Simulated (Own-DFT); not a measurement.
# Shaking the atoms of rutile TiO2, 72 atoms (O48Ti24)

Calculated results; nothing here was measured. The program, named Own-DFT, is a retired in-house plane-wave density functional code that no person has reviewed. Each row is one single-point run on a periodic cell that was not relaxed, without spin or spin-orbit coupling.

Settings of every run: PBE; PseudoDojo norm-conserving scalar-relativistic files; cutoff 72 hartree; 3 x 3 x 3 k mesh centred on Gamma; Fermi-Dirac smearing of 0.1 eV.

Known limits: oxygen file: force components 24 meV/angstrom off all-electron in a glass; forces on such cells passed a denser k mesh, each cell not checked; stress not checked against mesh or cutoff.

Cell vectors in Å: (9.187, 0.000, 0.000); (0.000, 9.187, 0.000); (0.000, 0.000, 8.876). In each run every atom was moved at random and independently from its ideal site; u is the rms move along one axis. E is the free energy for each atom above the fitted value at u = 0, and F the rms of the force components.

| run | u (Å) | E (meV/atom) | F (eV/Å) | largest force (eV/Å) | P (GPa) |
|---|---|---|---|---|---|
| 1 | 0.0193 | 8.2 | 0.352 | 1.99 | 4.89 |
| 2 | 0.0196 | ? | ? | ? | ? |
| 3 | 0.0445 | 39.3 | 0.845 | 2.99 | 6.23 |
| 4 | 0.0482 | 43.9 | 0.858 | 3.73 | 5.64 |
| 5 | 0.0507 | 50.2 | 0.964 | 4.09 | 6.23 |
| 6 | 0.0781 | 122.9 | 1.466 | 5.28 | 9.18 |
| 7 | 0.0795 | 145.1 | 1.775 | 6.49 | 10.83 |
| 8 | 0.1187 | 309.2 | 2.770 | 14.67 | 17.55 |

## Worked fit

For small independent moves the energy grows as E = (3/2) K u², with K the mean stiffness felt by one atom. The runs with u up to 0.11 Å give K = 13.7 ± 0.6 eV/Å², with residuals divided by u² + 0.0006 Å², since the noise grows with the moves. The scatter is 4.4 meV/atom at u = 0.05 Å. The forces follow F = G u with G = 19.2 eV/Å²; no force at u = 0 is resolved. G exceeds K because the moves of its neighbours add to the force on an atom, and stiffness differs between atoms. The pressure follows P = 4.12 + 930 u² GPa: at fixed volume, shortened bonds push harder than stretched ones pull.

## Withheld run

Question: what energy and rms force should run 2 give?

The fit gives 8 ± 1 meV/atom and about 0.38 eV/Å. The calculation gave 8.2 meV/atom and 0.337 eV/Å.
